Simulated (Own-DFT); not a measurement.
# Biaxial strain at fixed height in wurtzite AlGaN with randomly placed atoms, 72 atoms (Al27Ga9N36)

Calculated, not measured: single-point runs of Own-DFT, a retired in-house plane-wave DFT program that no person has reviewed, on unrelaxed cells, without spin or spin-orbit coupling.

Settings: PBE; PseudoDojo norm-conserving scalar-relativistic files (stringent for Ga); cutoff 96 hartree; 4 x 4 x 3 k mesh centred on Gamma; Gaussian smearing of 0.01 eV.

Known weak points: forces on such cells passed a denser k mesh, each cell not checked; stress not checked against mesh or cutoff.

Unstrained cell vectors in Å: (9.394, 0.000, 0.000); (-4.697, 8.135, 0.000); (0.000, 0.000, 10.066). The unstrained cell has measured lattice constants (interpolated for alloys), not those of this functional. That, the random moves and any unrelaxed bonds set the pressure at no strain. Each run strains x and y alike by e, as a substrate would, and holds the height along z. Each atom got a random Gaussian move of width 0.05 Å along each axis. The random placing of the alloy's atoms differs from row to row. Stress is positive in tension.

```
e (%),u (Å),(s_xx + s_yy)/2 (GPa),s_zz (GPa)
-3.00,0.049,-25.33,-12.34
-2.25,0.051,-20.61,-11.00
-1.75,0.052,-17.08,-10.53
-1.25,0.046,-15.26,-6.54
-1.00,0.055,-12.65,-9.98
0.25,0.051,-6.10,-4.61
0.75,0.052,-2.99,-4.67
1.25,0.051,-0.16,-4.08
2.00,0.053,?,?
3.00,0.047,8.71,-2.58
```

## Worked fit

With e as a fraction, the in-plane stress is -7.3 + 567 e - 1115 e² GPa (errors 8 and 417, scatter 0.41), and s_zz is -6.6 + 177 e GPa (slope ± 26, scatter 1.38). At e = 0 the first slope is C11 + C12 and the second 2 C13, both with the ions held to the strained lattice and at the cell's own pressure. A free layer would change its height as e changes, and the in-plane slope would drop by 2 C13²/C33 to the biaxial modulus. At fixed height, a misfit of 1 % moves the in-plane stress by about 5.7 GPa and s_zz by 1.8 GPa.

## Check

Asked: what are the two stresses at e = 2.00 %?

The fit gives 3.6 and -3.0 GPa. DFT gave 4.08 and -5.06 GPa.
